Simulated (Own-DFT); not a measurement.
# Misfit strain and the stress it brings: diamond-structure SiGeSn with randomly placed atoms, 64 atoms (Ge40Si16Sn8)

Everything here is calculated. The program is Own-DFT (plane waves, in-house, since retired, never reviewed by a person); positions were held fixed, and spin and spin-orbit coupling were off.

Settings: PBE; PseudoDojo norm-conserving scalar-relativistic files; cutoff 49 hartree; 3 x 3 x 3 k mesh centred on Gamma; Fermi-Dirac smearing of 0.1 eV.

Caveats: forces on such cells moved up to 12 meV/angstrom on a denser k mesh; stress not checked against mesh or cutoff.

Unstrained cell vectors in Å: (11.410, 0.000, 0.000); (0.000, 11.410, 0.000); (0.000, 0.000, 11.410). The unstrained cell has measured lattice constants (interpolated for alloys), not those of this functional. That, the random moves and any unrelaxed bonds set the pressure at no strain. Each run strains x and y alike by e, as a substrate would, and holds the height along z. Each coordinate of each atom was shifted by a normal deviate of width 0.05 Å. The random placing of the alloy's atoms differs from row to row. Stress is positive in tension.

| e (%) | u (Å) | (s_xx + s_yy)/2 (GPa) | s_zz (GPa) |
|---|---|---|---|
| -3.00 | 0.045 | -10.58 | -8.58 |
| -2.25 | 0.050 | -9.18 | -7.69 |
| -1.75 | 0.049 | ? | ? |
| -1.25 | 0.052 | -7.41 | -6.36 |
| -0.75 | 0.048 | -6.18 | -5.75 |
| -0.25 | 0.050 | -5.16 | -4.93 |
| 1.25 | 0.054 | -2.73 | -3.51 |
| 1.50 | 0.051 | -2.14 | -3.06 |
| 2.00 | 0.049 | -1.15 | -2.14 |
| 2.25 | 0.053 | -0.88 | -2.20 |

## Working it out

With e as a fraction, the in-plane stress is -4.9 + 185 e - 238 e² GPa (errors 3 and 182, scatter 0.14), and s_zz is -4.8 + 123 e - 139 e² GPa (slope ± 3, scatter 0.17). At e = 0 the first slope is C11 + C12 and the second 2 C12, both with the ions held to the strained lattice and at the cell's own pressure. A free layer would change its height as e changes, and the in-plane slope would drop by 2 C12²/C11 to the biaxial modulus. At fixed height, a misfit of 1 % moves the in-plane stress by about 1.8 GPa and s_zz by 1.2 GPa.

## Check

Question: what are the two stresses at e = -1.75 %?

The fitted form gives -8.2 and -7.0 GPa. The calculation gave -8.13 and -7.01 GPa.
